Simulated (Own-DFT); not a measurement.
# A change of arrangement and its cost: Al2C36Si34, 72 atoms

Calculated results; nothing here was measured. The program, named Own-DFT, is a retired in-house plane-wave density functional code that no person has reviewed. Each row is one single-point run on a periodic cell that was not relaxed, without spin or spin-orbit coupling.

Settings of every run: PBE; PseudoDojo norm-conserving scalar-relativistic files; cutoff 42 hartree; 4 x 4 x 3 k mesh centred on Gamma; Fermi-Dirac smearing of 0.1 eV.

Known limits: not probed for a lower state with spin; forces on such cells passed a denser k mesh, each cell not checked; stress not checked against mesh or cutoff.

All cells hold the same atoms in the same cell, with vectors in Å (9.248, 0.000, 0.000); (-4.624, 8.009, 0.000); (0.000, 0.000, 10.068). Every atom was moved at random from its ideal site; u is the rms move along one axis. The defect's site can differ from row to row. E is the free energy of the cell above the lowest run. The arrangements:

- A: 4H SiC, with two Al on a Si site each, 3.1 Å apart
- B: 2H SiC, with two Al on a Si site each, 3.1 Å apart

```
arrangement   u (Å)  E (eV)  P (GPa)
          A  0.0301   0.000     5.63
          A  0.0312   0.328     5.75
          A  0.0314   0.274     5.79
          A  0.0463   3.828     7.06
          A  0.0483   4.021     7.05
          A  0.0517   5.652     7.55
          B  0.0301   0.181     5.80
          B  0.0305   0.710     5.92
          B  0.0320   1.406     6.18
          B  0.0458   3.835     7.08
          B  0.0525   3.776     6.85
          B  0.0528   4.624     7.44
```

Question: once the cost of the random moves is taken out, how do the arrangements rank?

## Worked answer

Fit E = a + b u², with one b for all and one a for each arrangement, and with residuals divided by u², since the noise grows with the moves. Then b = 2568 eV/Å², the scatter at u = 0.04 Å is 0.56 eV, and against A:

- B: 0.38 ± 0.25 eV (not told apart from A)

These are energies of unrelaxed cells. Relaxing the atoms lowers the strained arrangements most, so the gaps would shrink and small ones could change sign.
